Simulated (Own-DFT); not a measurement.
## Calculated data, Al₃GaN₄ (wurtzite random alloy, strained, atoms displaced)

A calculation, not a measurement: plane-wave PBE density functional theory by an unreviewed code, no spin, of a simulated periodic cell, stress positive in tension, free energy of the whole cell less one offset for each atom, forces on such cells passed a denser k mesh, this cell's mesh not checked; offsets are fitted by least squares, one for each functional and potential file, so energies compare only between cells with the same atoms and settings and are not formation energies; the far tail of each file's local potential was reset to the Coulomb form; each entry is a single point on an unrelaxed cell, so the pressure reflects the starting lattice, mostly measured values, from which strain is counted, and rises with the displacements; printed positions are rounded, which can move forces by about a meV/angstrom; the program is a retired in-house code; no spin-orbit coupling. Program: Own-DFT development build.

Common to all runs: functional PBE; potential files PseudoDojo norm-conserving, scalar-relativistic, standard set with the stringent files for Ga; wave cutoff 96 hartree; occupations Gaussian; smearing width 0.01 eV; k mesh 4 x 4 x 3 centred on Gamma.

(1) 
```cif
# cell vector a (Å): 9.2998 0.0000 0.0000
# cell vector b (Å): -4.6499 8.0539 0.0000
# cell vector c (Å): 0.0000 0.0000 10.0655
data_Al3GaN4
_symmetry_space_group_name_H-M 'P 1'
_symmetry_Int_Tables_number 1
_cell_length_a 9.2998
_cell_length_b 9.2998
_cell_length_c 10.0655
_cell_angle_alpha 90.000
_cell_angle_beta 90.000
_cell_angle_gamma 120.000
_cell_volume 753.90
loop_
_atom_site_label
_atom_site_type_symbol
_atom_site_fract_x
_atom_site_fract_y
_atom_site_fract_z
_atom_site_occupancy
Al1 Al 0.11512 0.22588 0.00089 1
Al2 Al 0.23656 0.11954 0.25420 1
N1 N 0.11685 0.22583 0.19018 1
N2 N 0.22378 0.11695 0.43691 1
Al3 Al 0.10467 0.22829 0.49652 1
Al4 Al 0.23100 0.11804 0.75140 1
N3 N 0.12384 0.22028 0.68533 1
N4 N 0.21725 0.11236 0.94022 1
Al5 Al 0.11943 0.56713 0.99467 1
Ga1 Ga 0.21979 0.44032 0.25135 1
N5 N 0.11875 0.55844 0.18724 1
N6 N 0.22551 0.44681 0.44379 1
Al6 Al 0.11653 0.56455 0.49355 1
Al7 Al 0.21482 0.43365 0.74899 1
N7 N 0.10473 0.55833 0.68843 1
N8 N 0.22514 0.45462 0.94244 1
Al8 Al 0.10530 0.88902 0.99844 1
Al9 Al 0.21763 0.77267 0.25225 1
N9 N 0.11087 0.87610 0.18307 1
N10 N 0.22299 0.77786 0.43998 1
Al10 Al 0.10958 0.89039 0.50266 1
Ga2 Ga 0.22658 0.77313 0.75506 1
N11 N 0.11516 0.88633 0.69310 1
N12 N 0.22259 0.77077 0.93641 1
Al11 Al 0.44750 0.21746 0.00040 1
Ga3 Ga 0.55156 0.10920 0.24898 1
N13 N 0.44986 0.21486 0.18873 1
N14 N 0.54964 0.11058 0.44285 1
Al12 Al 0.43722 0.21780 0.50317 1
Al13 Al 0.55220 0.10715 0.74945 1
N15 N 0.44938 0.22708 0.68928 1
N16 N 0.55142 0.10766 0.94851 1
Al14 Al 0.45335 0.55743 0.99422 1
Ga4 Ga 0.55131 0.42492 0.25552 1
N17 N 0.44193 0.55847 0.19738 1
N18 N 0.55390 0.44830 0.45207 1
Al15 Al 0.44490 0.54796 0.50481 1
Al16 Al 0.55765 0.44537 0.74865 1
N19 N 0.44157 0.55598 0.68915 1
N20 N 0.55646 0.45141 0.94027 1
Al17 Al 0.44433 0.88150 0.01298 1
Al18 Al 0.55236 0.77623 0.25596 1
N21 N 0.44713 0.89338 0.19797 1
N22 N 0.55149 0.77217 0.44011 1
Al19 Al 0.43281 0.88315 0.50464 1
Ga5 Ga 0.55817 0.77904 0.75066 1
N23 N 0.45047 0.89270 0.68895 1
N24 N 0.55958 0.77307 0.93704 1
Ga6 Ga 0.77706 0.21992 0.99241 1
Ga7 Ga 0.89198 0.11536 0.25054 1
N25 N 0.78432 0.22696 0.17773 1
N26 N 0.88593 0.10580 0.43268 1
Al20 Al 0.77359 0.22393 0.50267 1
Al21 Al 0.88920 0.10998 0.75358 1
N27 N 0.77296 0.21478 0.68811 1
N28 N 0.89610 0.11506 0.93738 1
Al22 Al 0.77312 0.55679 0.00614 1
Al23 Al 0.88094 0.43554 0.24323 1
N29 N 0.77789 0.56483 0.18323 1
N30 N 0.88213 0.43852 0.44021 1
Al24 Al 0.77224 0.55338 0.49599 1
Ga8 Ga 0.89500 0.44582 0.75179 1
N31 N 0.77927 0.55619 0.68663 1
N32 N 0.88068 0.43954 0.94119 1
Ga9 Ga 0.77323 0.88393 0.00357 1
Al25 Al 0.88314 0.76762 0.24526 1
N33 N 0.77682 0.88399 0.18546 1
N34 N 0.88676 0.77129 0.44908 1
Al26 Al 0.78682 0.89935 0.50196 1
Al27 Al 0.88875 0.77544 0.74662 1
N35 N 0.76829 0.88661 0.70187 1
N36 N 0.88588 0.77185 0.93785 1
_calc_free_energy_of_cell_above_offsets '-22.354'  # eV
_calc_pressure 10.65  # GPa
_calc_stress_xx -9.96  # GPa
_calc_stress_yy -13.12  # GPa
_calc_stress_zz -8.85  # GPa
_calc_stress_yz -0.39  # GPa
_calc_stress_xz -0.15  # GPa
_calc_stress_xy 0.18  # GPa
```

Force:
```csv
element,x (eV/Å),y (eV/Å),z (eV/Å)
Al,-0.579,0.748,0.159
Al,-1.8,-1.91,-1.131
N,1.187,-1.789,-0.725
N,-0.507,-0.709,0.584
Al,1.258,-0.546,0.296
Al,0.212,-1.583,0.176
N,-2.537,-0.317,-0.17
N,1.474,0.049,0.061
Al,-0.977,-2.964,1.531
Ga,0.145,1.256,0.267
N,-2.077,-0.223,-0.091
N,-0.854,-0.058,0.473
Al,-0.63,-1.917,1.068
Al,0.132,1.986,0.252
N,2.986,-1.045,-1.579
N,0.836,-1.401,-0.991
Al,0.776,-0.471,-0.476
Al,0.692,0.288,-0.205
N,-1.071,1.697,1.143
N,-1.25,0.655,-0.405
Al,0.325,-0.097,0.06
Ga,-0.159,0.842,-1.138
N,-1.045,1.412,-0.597
N,-0.272,2.981,2.071
Al,-1.546,1.06,-0.493
Ga,2.979,0.063,1.479
N,-2.545,0.428,-1.485
N,0.276,-0.135,0.445
Al,0.659,0.841,0.239
Al,0.144,0.582,0.693
N,0.074,-0.776,0.565
N,-0.253,-1.597,-1.858
Al,-2.179,-0.099,1.806
Ga,-1.227,3.625,0.322
N,1.738,-0.353,-1.754
N,1.157,-2.304,-1.474
Al,-1.706,2.007,-0.15
Al,0.038,0.799,0.127
N,0.083,-1.428,0.458
N,1.282,-2.222,-0.399
Al,-0.1,0.147,-1.544
Al,0.701,0.017,0.011
N,-0.088,-2.516,-0.918
N,0.231,0.944,1.111
Al,2.231,0.708,-0.688
Ga,-1.79,-1.342,0.153
N,-0.929,0.057,-0.312
N,-2.255,0.45,1.473
Ga,0.461,-0.158,0.09
Ga,0.036,-0.936,-1.678
N,-0.744,-0.66,1.997
N,-0.493,1.599,2.417
Al,0.061,-0.889,-0.351
Al,0.401,-0.051,-0.52
N,0.602,-0.028,0.322
N,0.539,-0.275,-0.049
Al,0.773,-0.284,-2.367
Al,0.854,2.041,0.458
N,0.831,-3.171,1.661
N,0.468,0.824,-1.228
Al,1.094,-0.21,1.493
Ga,-2.073,-0.759,0.093
N,-0.815,-0.055,-0.131
N,0.531,2.378,0.458
Ga,1.063,0.969,-1.302
Al,0.289,2.8,1.41
N,-0.324,-0.028,2.43
N,-0.223,1.485,-1.655
Al,-1.199,-2.664,0.578
Al,-0.081,0.088,0.523
N,3.997,1.983,-2.738
N,0.715,0.163,-0.353
```

(2) 
```cif
# cell vector a (Å): 9.2998 0.0000 0.0000
# cell vector b (Å): -4.6499 8.0539 0.0000
# cell vector c (Å): 0.0000 0.0000 10.0655
data_Al3GaN4
_symmetry_space_group_name_H-M 'P 1'
_symmetry_Int_Tables_number 1
_cell_length_a 9.2998
_cell_length_b 9.2998
_cell_length_c 10.0655
_cell_angle_alpha 90.000
_cell_angle_beta 90.000
_cell_angle_gamma 120.000
_cell_volume 753.90
loop_
_atom_site_label
_atom_site_type_symbol
_atom_site_fract_x
_atom_site_fract_y
_atom_site_fract_z
_atom_site_occupancy
Ga1 Ga 0.11446 0.22142 0.99891 1
Al1 Al 0.22554 0.11244 0.24358 1
N1 N 0.10827 0.21860 0.18819 1
N2 N 0.22089 0.10537 0.44030 1
Al2 Al 0.10479 0.21997 0.50418 1
Al3 Al 0.21955 0.11341 0.75084 1
N3 N 0.12026 0.22548 0.69287 1
N4 N 0.22368 0.10931 0.94437 1
Al4 Al 0.11616 0.56102 0.00019 1
Al5 Al 0.22093 0.45326 0.25742 1
N5 N 0.11316 0.55192 0.18851 1
N6 N 0.23048 0.44233 0.44142 1
Al6 Al 0.12387 0.56327 0.48714 1
Al7 Al 0.21311 0.43521 0.74672 1
N7 N 0.10970 0.55270 0.68777 1
N8 N 0.22917 0.45015 0.93745 1
Ga2 Ga 0.11224 0.88925 0.00041 1
Al8 Al 0.22329 0.77739 0.25114 1
N9 N 0.09830 0.87856 0.18993 1
N10 N 0.22084 0.77317 0.43804 1
Al9 Al 0.10994 0.87972 0.49688 1
Al10 Al 0.22823 0.77915 0.74224 1
N11 N 0.10481 0.88541 0.69029 1
N12 N 0.23023 0.77889 0.93370 1
Al11 Al 0.44291 0.22763 0.99843 1
Al12 Al 0.54849 0.09733 0.24408 1
N13 N 0.45589 0.22618 0.18835 1
N14 N 0.55188 0.10771 0.44583 1
Al13 Al 0.44828 0.22708 0.50074 1
Al14 Al 0.55444 0.11781 0.74863 1
N15 N 0.43864 0.21709 0.69128 1
N16 N 0.56681 0.11981 0.93311 1
Ga3 Ga 0.43575 0.55168 0.99820 1
Al15 Al 0.56031 0.44818 0.24032 1
N17 N 0.44736 0.55686 0.19200 1
N18 N 0.55978 0.44208 0.43038 1
Al16 Al 0.44135 0.56715 0.49926 1
Ga4 Ga 0.55413 0.45399 0.75527 1
N19 N 0.44479 0.54881 0.69266 1
N20 N 0.55984 0.44604 0.94096 1
Al17 Al 0.45813 0.90206 0.00056 1
Ga5 Ga 0.55852 0.78095 0.25101 1
N21 N 0.44626 0.88651 0.19254 1
N22 N 0.55993 0.77827 0.44546 1
Ga6 Ga 0.45053 0.88586 0.50751 1
Al18 Al 0.54831 0.77832 0.74662 1
N23 N 0.43805 0.88709 0.69064 1
N24 N 0.55767 0.77812 0.94005 1
Al19 Al 0.77405 0.22235 0.00213 1
Al20 Al 0.88867 0.11077 0.25159 1
N25 N 0.77348 0.21217 0.19240 1
N26 N 0.88264 0.10700 0.43561 1
Ga7 Ga 0.77232 0.22398 0.49893 1
Ga8 Ga 0.87561 0.09577 0.75714 1
N27 N 0.77513 0.22490 0.69487 1
N28 N 0.88143 0.09652 0.93666 1
Al21 Al 0.77940 0.55364 0.00001 1
Al22 Al 0.89014 0.43404 0.25396 1
N29 N 0.77621 0.55045 0.18523 1
N30 N 0.89231 0.45446 0.44084 1
Ga9 Ga 0.78158 0.56511 0.50407 1
Al23 Al 0.88718 0.44859 0.75540 1
N31 N 0.77762 0.55206 0.69236 1
N32 N 0.88925 0.44546 0.94323 1
Al24 Al 0.77220 0.88956 0.99696 1
Al25 Al 0.88955 0.77045 0.24785 1
N33 N 0.77093 0.90028 0.19016 1
N34 N 0.88809 0.78244 0.43623 1
Al26 Al 0.78264 0.89194 0.50800 1
Al27 Al 0.88438 0.77412 0.75040 1
N35 N 0.78885 0.89219 0.68046 1
N36 N 0.88741 0.77438 0.93558 1
_calc_free_energy_of_cell_above_offsets '-22.936'  # eV
_calc_pressure 10.36  # GPa
_calc_stress_xx -11.02  # GPa
_calc_stress_yy -11.71  # GPa
_calc_stress_zz -8.35  # GPa
_calc_stress_yz 0.62  # GPa
_calc_stress_xz -0.85  # GPa
_calc_stress_xy -0.33  # GPa
```

Force:
```csv
element,x (eV/Å),y (eV/Å),z (eV/Å)
Ga,-1.363,0.261,0.184
Al,-0.145,-0.212,1.284
N,0.159,1.051,1.219
N,-0.239,0.464,-0.481
Al,1.039,-0.695,-0.558
Al,1.091,-1.342,-0.104
N,-1.576,-1.11,-0.838
N,0.731,0.813,-1.425
Al,-0.027,-0.331,-0.53
Al,2.343,-1.859,-1.29
N,-0.951,0.771,0.342
N,-1.832,0.036,-0.188
Al,-1.387,-2.523,2.466
Al,0.273,1.963,0.569
N,0.145,0.324,-0.555
N,-2.905,-1.503,-1.18
Ga,0.172,-1.277,-0.52
Al,-0.495,-0.071,-0.649
N,2.33,1.465,0.546
N,0.346,1.156,-0.754
Al,-0.906,1.498,0.669
Al,-2.431,-1.14,1.281
N,0.799,0.178,-0.368
N,0.461,0.337,0.629
Al,1.407,-0.455,0.124
Al,0.137,2.502,1.987
N,-1.165,-1.226,-0.716
N,-0.908,-0.009,-1.812
Al,-0.793,-0.427,-0.221
Al,0.291,-0.47,-0.207
N,-0.127,0.575,-0.26
N,-1.669,-0.733,1.06
Ga,2.17,1.438,1.208
Al,-0.074,-0.481,1.583
N,-1.011,-0.846,0.106
N,-1.406,0.636,0.788
Al,3.02,-2.373,0.634
Ga,2.212,-2.244,-0.322
N,-3.415,2.525,-1.709
N,-0.121,-0.307,1.02
Al,-0.761,-1.406,-0.582
Ga,0.385,-0.952,0.73
N,-2.076,-0.377,-1.433
N,0.672,0.319,-0.081
Ga,-1.203,0.908,-1.302
Al,1.265,-0.588,0.724
N,1.691,1.159,1.056
N,-0.801,0.774,-1.217
Al,1.574,0.337,0.039
Al,0.432,0.045,-0.121
N,-0.338,0.977,-0.555
N,0.951,0.643,1.022
Ga,0.94,0.592,0.699
Ga,0.31,2.741,-1.627
N,0.147,0.013,-0.112
N,-0.547,2.404,1.938
Al,-0.215,0.629,0.061
Al,-1.402,0.733,-0.626
N,1.111,0.451,0.282
N,1.794,-0.501,-0.957
Ga,-0.658,-1.054,-0.626
Al,1.18,-0.6,-0.587
N,-0.206,0.946,0.524
N,0.9,-0.173,-0.02
Al,1.401,-1.565,1.532
Al,-2.407,0.114,0.344
N,3.041,-1.285,-1.315
N,0.459,0.633,-0.247
Al,-0.007,0.013,-3.315
Al,0.966,0.075,-0.028
N,-1.684,-2.38,2.267
N,-1.095,0.015,0.518
```

(3) 
```cif
# cell vector a (Å): 9.2998 0.0000 0.0000
# cell vector b (Å): -4.6499 8.0539 0.0000
# cell vector c (Å): 0.0000 0.0000 10.0655
data_Al3GaN4
_symmetry_space_group_name_H-M 'P 1'
_symmetry_Int_Tables_number 1
_cell_length_a 9.2998
_cell_length_b 9.2998
_cell_length_c 10.0655
_cell_angle_alpha 90.000
_cell_angle_beta 90.000
_cell_angle_gamma 120.000
_cell_volume 753.90
loop_
_atom_site_label
_atom_site_type_symbol
_atom_site_fract_x
_atom_site_fract_y
_atom_site_fract_z
_atom_site_occupancy
Ga1 Ga 0.10789 0.21981 0.99025 1
Al1 Al 0.22007 0.09692 0.24407 1
N1 N 0.10970 0.21208 0.19829 1
N2 N 0.22343 0.11160 0.44149 1
Al2 Al 0.10666 0.21573 0.49424 1
Ga2 Ga 0.22490 0.11070 0.75197 1
N3 N 0.10694 0.22529 0.68668 1
N4 N 0.22458 0.11777 0.93800 1
Al3 Al 0.10095 0.55147 0.00282 1
Al4 Al 0.21859 0.43977 0.25210 1
N5 N 0.10843 0.55620 0.18717 1
N6 N 0.21316 0.44304 0.44396 1
Al5 Al 0.11462 0.56640 0.49755 1
Al6 Al 0.23176 0.44953 0.75091 1
N7 N 0.12840 0.56396 0.68426 1
N8 N 0.22318 0.44804 0.93441 1
Al7 Al 0.11353 0.88363 0.99475 1
Al8 Al 0.21410 0.77718 0.25500 1
N9 N 0.12080 0.88347 0.19369 1
N10 N 0.22962 0.78681 0.44239 1
Al9 Al 0.11359 0.89190 0.49889 1
Al10 Al 0.23025 0.78738 0.75263 1
N11 N 0.11273 0.89960 0.68489 1
N12 N 0.22535 0.77600 0.94123 1
Al11 Al 0.44577 0.21991 0.00264 1
Al12 Al 0.55675 0.11822 0.25192 1
N13 N 0.43733 0.21619 0.18147 1
N14 N 0.56052 0.11517 0.43805 1
Ga3 Ga 0.45405 0.23150 0.50391 1
Al13 Al 0.54934 0.10887 0.74976 1
N15 N 0.44611 0.22806 0.69573 1
N16 N 0.55166 0.11571 0.93885 1
Al14 Al 0.44335 0.56525 0.00357 1
Ga4 Ga 0.54672 0.45012 0.25981 1
N17 N 0.45593 0.56317 0.19445 1
N18 N 0.55566 0.44304 0.44937 1
Ga5 Ga 0.45255 0.56179 0.49848 1
Ga6 Ga 0.55143 0.44602 0.74543 1
N19 N 0.43814 0.55875 0.68765 1
N20 N 0.55358 0.45400 0.94196 1
Al15 Al 0.43951 0.88488 0.00573 1
Ga7 Ga 0.54793 0.77038 0.24761 1
N21 N 0.44590 0.89158 0.19226 1
N22 N 0.55483 0.78178 0.44462 1
Al16 Al 0.42737 0.88532 0.49277 1
Al17 Al 0.54788 0.76840 0.75443 1
N23 N 0.44360 0.87395 0.69305 1
N24 N 0.56858 0.77908 0.94444 1
Ga8 Ga 0.78483 0.23611 0.01370 1
Al18 Al 0.89349 0.11519 0.25866 1
N25 N 0.78673 0.22200 0.19676 1
N26 N 0.89614 0.11209 0.44022 1
Al19 Al 0.77695 0.22713 0.50064 1
Al20 Al 0.89246 0.10708 0.74576 1
N27 N 0.75893 0.21611 0.69408 1
N28 N 0.90591 0.11567 0.94800 1
Al21 Al 0.77683 0.55916 0.00546 1
Al22 Al 0.88821 0.44063 0.25009 1
N29 N 0.78368 0.56707 0.19249 1
N30 N 0.87911 0.44852 0.44424 1
Al23 Al 0.77114 0.55564 0.50426 1
Al24 Al 0.87684 0.44318 0.74360 1
N31 N 0.77974 0.55014 0.69660 1
N32 N 0.88591 0.44711 0.94389 1
Al25 Al 0.78348 0.89303 0.00248 1
Al26 Al 0.88885 0.77847 0.24961 1
N33 N 0.77099 0.88610 0.19378 1
N34 N 0.87797 0.76974 0.44335 1
Al27 Al 0.78733 0.89326 0.49651 1
Ga9 Ga 0.87757 0.77854 0.75340 1
N35 N 0.78194 0.89180 0.68774 1
N36 N 0.88850 0.77469 0.94367 1
_calc_free_energy_of_cell_above_offsets '-20.888'  # eV
_calc_pressure 11.36  # GPa
_calc_stress_xx -13.33  # GPa
_calc_stress_yy -13.62  # GPa
_calc_stress_zz -7.13  # GPa
_calc_stress_yz -0.05  # GPa
_calc_stress_xz -1.11  # GPa
_calc_stress_xy 0.3  # GPa
```

Force:
```csv
element,x (eV/Å),y (eV/Å),z (eV/Å)
Ga,3.53,2.954,2.782
Al,-0.538,2.017,1.283
N,0.18,1.105,-0.513
N,0.176,-0.41,-1.137
Al,1.146,1.748,1.334
Ga,-1.374,1.192,-0.473
N,0.593,0.448,-0.154
N,1.797,-2.033,1.234
Al,1.39,0.502,-1.116
Al,0.212,-0.052,0.133
N,0.642,-0.289,1.114
N,0.529,0.106,-1.487
Al,-0.093,-1.453,1.041
Al,-2.219,-1.169,-0.763
N,-2.484,-0.248,0.825
N,-0.289,1.185,1.366
Al,-0.572,1.001,0.648
Al,3.149,-0.997,-0.208
N,-3.313,0.163,-1.681
N,-3.783,-2.175,-1.826
Al,-1.029,-0.071,0.343
Al,-0.809,-1.533,-0.634
N,1.06,-2.56,0.256
N,-0.513,-0.262,-0.189
Al,-1.142,1.675,-1.473
Al,0.343,-0.782,-0.472
N,0.789,0.638,2.108
N,-0.143,-0.884,-0.066
Ga,-0.876,-2.735,0.505
Al,-0.09,-1.158,0.794
N,0.9,-1.508,-0.939
N,1.115,-1.395,0.409
Al,0.918,-1.528,-0.222
Ga,3.067,-1.765,-0.834
N,-3.689,-2.788,-2.054
N,0.231,1.504,-1.117
Ga,-2.307,-0.234,0.566
Ga,-0.003,0.884,2.09
N,1.702,0.03,0.292
N,0.53,-0.866,0.726
Al,1.2,1.251,-0.607
Ga,0.058,3.155,1.978
N,-1.496,0.239,-0.023
N,0.115,1.306,-0.416
Al,5.503,2.263,2.35
Al,1.261,1.444,-0.016
N,-1.489,2.738,-0.926
N,-2.129,0.647,-0.573
Ga,0.094,-2.419,-2.244
Al,0.376,-1.606,-1.179
N,-1.549,0.174,1.283
N,-2.157,-0.114,0.484
Al,0.791,-0.64,0.722
Al,-1.508,1.22,1.078
N,2.842,0.907,-1.137
N,-5.859,-3.028,-2.708
Al,-0.814,-0.655,-0.371
Al,-0.897,1.39,0.854
N,0.475,-2.212,-0.06
N,1.693,-0.037,-0.747
Al,1.01,0.401,0.558
Al,4.112,-1.173,1.582
N,-2.316,1.854,-2.179
N,-0.247,1.14,-1.176
Al,0.326,0.267,0.831
Al,-0.255,0.857,0.56
N,1.927,1.418,-0.401
N,1.698,1.038,-0.81
Al,-2.002,-0.41,0.609
Ga,2.378,-0.444,0.087
N,-2.242,-0.208,-0.477
N,0.367,0.979,0.587
```

(4) 
```cif
# cell vector a (Å): 9.2998 0.0000 0.0000
# cell vector b (Å): -4.6499 8.0539 0.0000
# cell vector c (Å): 0.0000 0.0000 10.0655
data_Al3GaN4
_symmetry_space_group_name_H-M 'P 1'
_symmetry_Int_Tables_number 1
_cell_length_a 9.2998
_cell_length_b 9.2998
_cell_length_c 10.0655
_cell_angle_alpha 90.000
_cell_angle_beta 90.000
_cell_angle_gamma 120.000
_cell_volume 753.90
loop_
_atom_site_label
_atom_site_type_symbol
_atom_site_fract_x
_atom_site_fract_y
_atom_site_fract_z
_atom_site_occupancy
Ga1 Ga 0.11666 0.22584 0.00356 1
Al1 Al 0.21740 0.11656 0.25355 1
N1 N 0.10198 0.21390 0.19381 1
N2 N 0.22466 0.11721 0.43943 1
Ga2 Ga 0.11014 0.21926 0.49938 1
Al2 Al 0.21416 0.10884 0.74790 1
N3 N 0.11494 0.22515 0.70057 1
N4 N 0.22475 0.10750 0.94071 1
Al3 Al 0.11165 0.55523 0.99772 1
Ga3 Ga 0.22678 0.44218 0.24925 1
N5 N 0.09935 0.55156 0.18622 1
N6 N 0.22345 0.44434 0.44831 1
Al4 Al 0.10563 0.55346 0.49135 1
Al5 Al 0.22384 0.45056 0.74767 1
N7 N 0.11370 0.55855 0.68218 1
N8 N 0.22066 0.45359 0.93939 1
Ga4 Ga 0.10925 0.88060 0.99822 1
Al6 Al 0.22697 0.78855 0.25665 1
N9 N 0.10995 0.89206 0.20430 1
N10 N 0.22247 0.77523 0.43503 1
Al7 Al 0.11128 0.88659 0.49923 1
Al8 Al 0.22341 0.78888 0.73802 1
N11 N 0.11339 0.88500 0.69338 1
N12 N 0.22647 0.78440 0.93739 1
Ga5 Ga 0.43779 0.21974 0.00116 1
Ga6 Ga 0.55761 0.11257 0.25309 1
N13 N 0.45614 0.23140 0.19377 1
N14 N 0.55456 0.11118 0.44255 1
Al9 Al 0.44842 0.22636 0.49899 1
Al10 Al 0.56677 0.12017 0.74564 1
N15 N 0.44292 0.21962 0.69336 1
N16 N 0.55116 0.10554 0.93724 1
Al11 Al 0.44154 0.55044 0.99424 1
Al12 Al 0.55331 0.44817 0.25144 1
N17 N 0.45506 0.55098 0.19166 1
N18 N 0.56247 0.45400 0.44920 1
Al13 Al 0.43358 0.54740 0.50629 1
Al14 Al 0.54987 0.45419 0.74739 1
N19 N 0.45434 0.55527 0.68552 1
N20 N 0.54476 0.43552 0.94485 1
Al15 Al 0.44691 0.89219 0.00363 1
Al16 Al 0.55552 0.77194 0.25497 1
N21 N 0.44242 0.88637 0.18858 1
N22 N 0.54677 0.77469 0.43907 1
Al17 Al 0.43490 0.88358 0.50661 1
Al18 Al 0.56073 0.77659 0.74350 1
N23 N 0.43781 0.88820 0.68044 1
N24 N 0.56114 0.77755 0.94120 1
Ga7 Ga 0.77216 0.20854 0.99883 1
Al19 Al 0.88874 0.10959 0.24895 1
N25 N 0.76605 0.21377 0.18703 1
N26 N 0.88954 0.10673 0.45399 1
Ga8 Ga 0.78499 0.22680 0.50172 1
Al20 Al 0.88606 0.10595 0.75619 1
N27 N 0.77456 0.21203 0.68888 1
N28 N 0.88937 0.11427 0.94795 1
Al21 Al 0.78243 0.56128 0.00512 1
Al22 Al 0.89554 0.44387 0.25435 1
N29 N 0.77172 0.55038 0.18947 1
N30 N 0.88959 0.43532 0.44196 1
Al23 Al 0.78200 0.55659 0.49952 1
Al24 Al 0.89160 0.44823 0.75574 1
N31 N 0.78148 0.55742 0.69026 1
N32 N 0.88442 0.44148 0.93135 1
Al25 Al 0.77478 0.89739 0.00475 1
Al26 Al 0.87919 0.77214 0.24831 1
N33 N 0.76746 0.88375 0.20176 1
N34 N 0.88009 0.77133 0.43814 1
Ga9 Ga 0.77578 0.88480 0.50502 1
Al27 Al 0.87891 0.76714 0.75853 1
N35 N 0.76222 0.88067 0.68703 1
N36 N 0.88694 0.77319 0.93559 1
_calc_free_energy_of_cell_above_offsets '-21.826'  # eV
_calc_pressure 11.03  # GPa
_calc_stress_xx -14.23  # GPa
_calc_stress_yy -10.5  # GPa
_calc_stress_zz -8.36  # GPa
_calc_stress_yz 1.05  # GPa
_calc_stress_xz 0.21  # GPa
_calc_stress_xy 0.3  # GPa
```

Force:
```csv
element,x (eV/Å),y (eV/Å),z (eV/Å)
Ga,0.13,-0.108,-0.72
Al,2.189,-0.598,-0.144
N,0.392,0.814,-0.082
N,1.298,-1.34,0.136
Ga,-0.026,0.451,1.63
Al,2.119,0.002,0.71
N,-1.267,-0.177,-0.3
N,-2.101,-0.443,-0.974
Al,-1.615,0.99,0.038
Ga,-0.745,0.828,0.428
N,1.904,1.359,0.204
N,-1.075,0.21,-1.238
Al,1.21,0.397,1.419
Al,-0.006,-0.061,0.052
N,-0.367,0.057,0.436
N,1.323,-0.551,-0.543
Ga,-0.396,1.062,1.37
Al,0.072,-1.095,-1.919
N,-0.578,-0.207,-1.094
N,-0.905,-0.057,1.363
Al,-0.788,0.241,-0.246
Al,2.17,-2.278,2.238
N,-3.61,1.259,-1.525
N,1.415,-1.747,-0.754
Ga,1.886,-0.37,0.699
Ga,-1.046,-1.037,0.633
N,-2.661,-0.812,0.34
N,-0.36,-0.569,0.691
Al,0.024,0.074,0.78
Al,-2.249,-1.695,0.708
N,-0.46,0.807,-0.648
N,0.161,-0.216,-0.8
Al,0.196,1.042,1.133
Al,2.555,-1.285,1.474
N,-2.996,1.434,-1.555
N,-0.577,-1.142,-1.273
Al,1.762,1.778,-1.35
Al,3.999,-3.25,1.453
N,-3.858,1.264,0.72
N,0.933,2.751,-1.782
Al,-0.175,-0.883,-0.746
Al,-1.863,-0.025,0.076
N,0.31,-0.941,0.237
N,-0.335,-0.67,0.664
Al,1.346,0.891,-2.595
Al,-3.456,-0.508,1.459
N,1.509,0.33,2.662
N,-0.928,-0.136,-0.72
Ga,-2.336,2.523,0.436
Al,-1.705,-0.643,1.442
N,3.254,1.826,1.057
N,-0.329,0.22,-3.06
Ga,-0.914,-2.55,0.639
Al,0.119,0.276,-0.728
N,1.281,1.913,1.451
N,2.039,-1.743,-1.834
Al,-0.61,-2.106,-0.781
Al,-2.328,-1.233,-0.829
N,1.121,0.584,0.548
N,-1.026,2.929,-1.503
Al,-0.221,-0.382,0.686
Al,0.204,-0.583,-2.298
N,-0.473,-0.79,-0.135
N,0.352,0.808,2.47
Al,1.13,-1.656,0.513
Al,0.887,0.251,0.73
N,1.442,1.128,-2.025
N,2.066,0.391,-0.107
Ga,-0.905,-0.715,-1.321
Al,0.455,1.239,-2.276
N,3.604,1.694,2.274
N,-1.568,0.778,1.905
```
